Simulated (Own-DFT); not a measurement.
# How strain changes the stress of 2H SiC, 72 atoms (C36Si36)

Calculated results; nothing here was measured. The program, named Own-DFT, is a retired in-house plane-wave density functional code that no person has reviewed. Each row is one single-point run on a periodic cell that was not relaxed, without spin or spin-orbit coupling.

Settings of every run: PBE; PseudoDojo norm-conserving scalar-relativistic files; cutoff 42 hartree; 4 x 4 x 3 k mesh centred on Gamma; Fermi-Dirac smearing of 0.1 eV.

Known limits: forces on such cells passed a denser k mesh, each cell not checked; stress not checked against mesh or cutoff.

Unstrained cell vectors in Å: (9.248, 0.000, 0.000); (-4.624, 8.009, 0.000); (0.000, 0.000, 10.068). The unstrained cell has measured lattice constants (interpolated for alloys), not those of this functional. That, the random moves and any unrelaxed bonds set the pressure at no strain. Each run strains this cell uniformly, with the atoms carried along. Every atom was also moved at random, by a Gaussian of width 0.05 Å on each axis. Strain is the symmetric tensor, in per cent. Stress is positive in tension, and the pressure is minus a third of its trace.

```
run,e_xx (%),e_yy (%),e_zz (%),e_yz (%),e_xz (%),e_xy (%),s_xx (GPa),s_yy (GPa),s_zz (GPa),s_yz (GPa),s_xz (GPa),s_xy (GPa),P (GPa),E (meV/atom)
1,1.92,0.25,-0.90,-0.27,0.41,-1.50,6.91,-0.65,-15.31,-1.41,1.39,-6.55,3.02,14.2
2,0.18,-0.11,-0.28,0.90,1.10,-0.43,-3.20,-5.53,-9.38,2.03,3.35,-2.94,6.03,12.8
3,1.16,-0.21,-1.66,1.24,-0.55,-0.91,-0.14,-3.44,-17.12,3.71,-1.57,-2.85,6.90,17.2
4,0.55,1.43,-1.12,1.69,0.58,-1.37,-0.20,3.11,-13.00,4.59,1.36,-6.04,3.36,4.9
5,-0.94,-0.44,0.83,0.89,1.18,1.08,-10.79,-6.12,-3.22,3.03,3.79,4.23,6.71,1.1
6,0.00,0.08,0.14,1.63,0.91,-0.23,-7.36,-4.03,-5.30,5.57,3.64,-1.37,5.57,24.9
7,0.73,0.41,-0.24,-0.53,0.35,1.88,-0.84,-1.21,-9.05,-1.23,0.59,8.48,3.70,18.1
8,-0.43,1.48,0.39,-0.44,0.22,1.72,-4.90,2.52,-5.42,-2.31,0.73,7.96,2.60,8.6
9,-1.32,1.83,-1.91,-0.75,1.99,1.24,-10.09,3.36,-19.69,-2.75,6.15,6.81,8.81,24.0
10,-1.27,-1.68,1.37,1.31,0.78,1.15,-12.55,-13.22,-1.57,5.20,2.33,5.22,9.11,15.3
11,1.91,-1.54,-1.12,-0.64,0.38,1.92,4.37,-11.51,-16.25,-1.09,1.10,8.74,7.80,37.8
12,0.73,-2.00,1.29,1.57,0.53,1.79,-2.91,-15.48,0.13,4.73,1.36,9.85,6.09,28.2
13,0.17,1.41,0.92,0.55,1.43,-1.56,-0.49,1.99,-0.54,1.95,3.78,-4.48,-0.32,0.0
14,0.67,0.01,1.17,-0.53,-1.24,-0.17,-0.07,-3.53,-0.78,-1.31,-3.58,-1.44,1.46,6.8
15,-0.72,-0.96,-1.94,-1.90,1.59,-1.95,-9.93,-13.23,-21.43,-5.88,5.71,-8.76,14.86,50.3
16,1.92,-1.43,-0.10,-1.46,0.29,0.45,6.19,-14.41,-7.87,-5.19,0.95,1.76,5.37,31.1
17,-1.35,0.27,0.44,1.92,-0.17,-0.18,?,?,?,?,?,?,?,?
```

E is the free energy for each atom above the lowest run shown.

## Worked fit

Each stress component was fitted by least squares to a constant and the strains of the runs shown, as fractions, with shears doubled. Shear strains stay in the fit of a normal stress only where such slopes are resolved. The slopes, in GPa:

```
stress,at no strain,per e_xx,per e_yy,per e_zz,scatter
s_xx,-4.6,575 ± 30,117 ± 28,37 ± 29,1.20
s_yy,-4.8,75 ± 40,553 ± 36,33 ± 37,1.57
s_zz,-7.9,32 ± 29,62 ± 26,642 ± 27,1.14
```

Each shear stress against twice its own strain: yz 157 ± 8, xz 145 ± 8, xy 226 ± 12 GPa. These are stiffnesses along x, y and z of the frame in which the cell vectors are given, which need not be the crystal's axes. The atoms are held to the strained lattice; where symmetry lets them move under strain, relaxing them would lower some slopes. The table should be nearly symmetric about its diagonal, and what it lacks of that shows the noise. A ninth of its sum, 236 ± 6 GPa, estimates the bulk modulus near the mean pressure of these runs, 5.7 GPa, so it lies above the value at zero pressure.

## Withheld run

Question: what normal stresses and pressure should run 17 give?

The fit gives s_xx = -11.9, s_yy = -4.1, s_zz = -5.4 and P = 7.1 GPa. The calculation gave -8.89, -3.66, -6.95 and P = 6.50 GPa.
